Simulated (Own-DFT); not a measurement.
# One trend across several semiconductors

Source: density functional calculations with Own-DFT, an unreviewed in-house program that is no longer used. Nothing was measured or relaxed, and spin and spin-orbit coupling are left out.

Known weak points (not all hold for every row): forces on such cells moved up to 12 meV/angstrom on a denser k mesh; forces not confirmed at this smearing and k mesh; k mesh not checked against a denser one; forces on such cells passed a denser k mesh, each cell not checked; stress not checked against mesh or cutoff.

All runs are PBE with PseudoDojo norm-conserving files; cutoff and k mesh are each material's own. Every cell starts from measured lattice constants and was given uniform random strains and small random moves of its atoms. Each triple is the change of volume in per cent, the rms move u in Å and the pressure in GPa.

- 4H SiC (C36Si36), 10.36 Å³/atom unstrained: (-2.95, 0.047, 12.53); (-2.10, 0.048, 10.05); (0.43, 0.057, 4.77); (0.96, 0.048, 2.96); (1.90, 0.051, 0.84); (2.94, 0.048, -1.49); (3.28, 0.049, -1.90)
- wurtzite AlN (Al36N36), 10.45 Å³/atom unstrained: (-1.54, 0.049, 8.84); (-1.06, 0.050, 7.78); (0.86, 0.048, 4.40); (1.59, 0.048, 2.23); (2.29, 0.051, 0.74); (2.41, 0.052, 0.61); (2.82, 0.048, 0.08)
- wurtzite GaN (Ga48N48), 11.42 Å³/atom unstrained: withheld
- diamond silicon (Si64), 20.02 Å³/atom unstrained: (-2.78, 0.051, 5.45); (-1.41, 0.051, 3.98); (-0.91, 0.050, 3.41); (0.15, 0.049, 2.45); (1.41, 0.047, 1.23); (2.19, 0.047, 0.49); (2.30, 0.055, 0.77)
- zincblende GaAs (As32Ga32), 22.58 Å³/atom unstrained: (-3.39, 0.051, 7.41); (-2.23, 0.055, 5.99); (-0.47, 0.049, 4.60); (0.22, 0.047, 3.79); (0.56, 0.050, 3.76); (3.14, 0.047, 1.82); (3.53, 0.053, 1.65)
- grey tin (Sn64), 34.15 Å³/atom unstrained: (-2.59, 0.047, 5.10); (-1.53, 0.050, 4.60); (-1.09, 0.047, 4.24); (-1.08, 0.050, 4.27); (-0.95, 0.049, 4.12); (-0.36, 0.049, 4.04); (1.30, 0.048, 2.94)

## Analysis

Fit a line to each set against the fractional change of volume; B is minus its slope, and u is nearly the same within a set. To take it to zero pressure, assume that B rises by 4 GPa for each GPa: B0 = B - 4 x (mean pressure). The bond length of an ideal tetrahedral crystal with the unstrained volume v is d = (√3/4)(8 v)^(1/3). Cohen's empirical rule reads B0 = (1971 - 220 L) d^(-3.5) GPa, with L = 0 for group IV crystals and SiC and 1 for III-V compounds.

| material | L | d (Å) | B (GPa) | mean P (GPa) | B0 (GPa) | rule (GPa) |
|---|---|---|---|---|---|---|
| 4H SiC (C36Si36) | 0 | 1.888 | 232 ± 5 | 4.0 | 216 ± 5 | 213 |
| wurtzite AlN (Al36N36) | 1 | 1.893 | 206 ± 7 | 3.5 | 192 ± 7 | 188 |
| wurtzite GaN (Ga48N48) | 1 | 1.950 | ? | ? | ? | 169 |
| diamond silicon (Si64) | 0 | 2.352 | 95 ± 4 | 2.5 | 85 ± 4 | 99 |
| zincblende GaAs (As32Ga32) | 1 | 2.448 | 81 ± 4 | 4.1 | 65 ± 4 | 76 |
| grey tin (Sn64) | 0 | 2.810 | 55 ± 3 | 4.2 | 38 ± 3 | 53 |

A line through ln[B0/(1971 - 220 L)] against ln d has a slope of -4.3 ± 0.1 and a scatter of 2 %. Against the rule, B0 stands at 101 % for 4H SiC, 102 % for wurtzite AlN, 86 % for diamond silicon, 85 % for zincblende GaAs, 72 % for grey tin. PBE tends to make silicon and heavier crystals too soft, and the rule itself is only a guide.

## Test on the hidden row

Question: what B0 does the fitted trend give for wurtzite GaN (Ga48N48)?

The straight line predicts 169 GPa. Its own runs give B = 210 ± 8 GPa at a mean pressure of 7.6 GPa, so B0 = 180 GPa.
